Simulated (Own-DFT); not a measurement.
# Response to strain: wurtzite AlGaN with randomly placed atoms, 96 atoms (Al36Ga12N48)

Calculated results; nothing here was measured. The program, named Own-DFT, is a retired in-house plane-wave density functional code that no person has reviewed. Each row is one single-point run on a periodic cell that was not relaxed, without spin or spin-orbit coupling.

Settings of every run: PBE; PseudoDojo norm-conserving scalar-relativistic files (stringent for Ga); cutoff 96 hartree; 3 x 4 x 3 k mesh centred on Gamma; Gaussian smearing of 0.01 eV.

Known limits: k mesh not checked against a denser one; stress not checked against mesh or cutoff.

Unstrained cell vectors in Å: (12.525, 0.000, 0.000); (-4.697, 8.135, 0.000); (0.000, 0.000, 10.066). The unstrained cell has measured lattice constants (interpolated for alloys), not those of this functional. That, the random moves and any unrelaxed bonds set the pressure at no strain. Each run strains this cell uniformly, with the atoms carried along. Every atom was also moved at random, by a Gaussian of width 0.05 Å on each axis. The random placing of the alloy's atoms differs from row to row. Strain is the symmetric tensor, in per cent. Stress is positive in tension, and the pressure is minus a third of its trace.

```
run,e_xx (%),e_yy (%),e_zz (%),s_xx (GPa),s_yy (GPa),s_zz (GPa),P (GPa),E (meV/atom)
1,-1.00,-1.00,0.00,-12.73,-12.12,-7.74,10.87,26.0
2,2.50,2.50,0.00,7.60,5.70,-3.38,-3.31,7.6
3,1.75,1.75,0.00,2.05,2.84,-3.86,-0.34,17.0
4,-2.75,-2.75,0.00,-24.54,-24.88,-10.28,19.90,64.3
5,2.00,2.00,0.00,3.52,4.25,-2.40,-1.79,0.0
6,1.50,1.50,0.00,1.86,2.03,-4.35,0.16,3.3
7,-0.75,-0.75,0.00,-11.00,-8.80,-8.15,9.32,9.1
8,1.25,1.25,0.00,0.79,-0.13,-5.20,1.51,15.4
9,1.00,1.00,0.00,?,?,?,?,?
```

E is the free energy for each atom above the lowest run shown.

## Worked fit

The change of volume is close to e_xx + e_yy + e_zz. A straight line through the runs shown gives P = 7.06 - 218 x (fractional change of volume) GPa, with an error of 7 on the slope and a scatter of 0.70 GPa. The strain isn't the same on all axes and the cell isn't cubic, so the slope belongs to this path and is not the bulk modulus.

## Withheld run

Question: what pressure should run 9 give? Its volume changes by 2.01 %.

The line gives 2.7 GPa. The calculation gave 2.10 GPa.
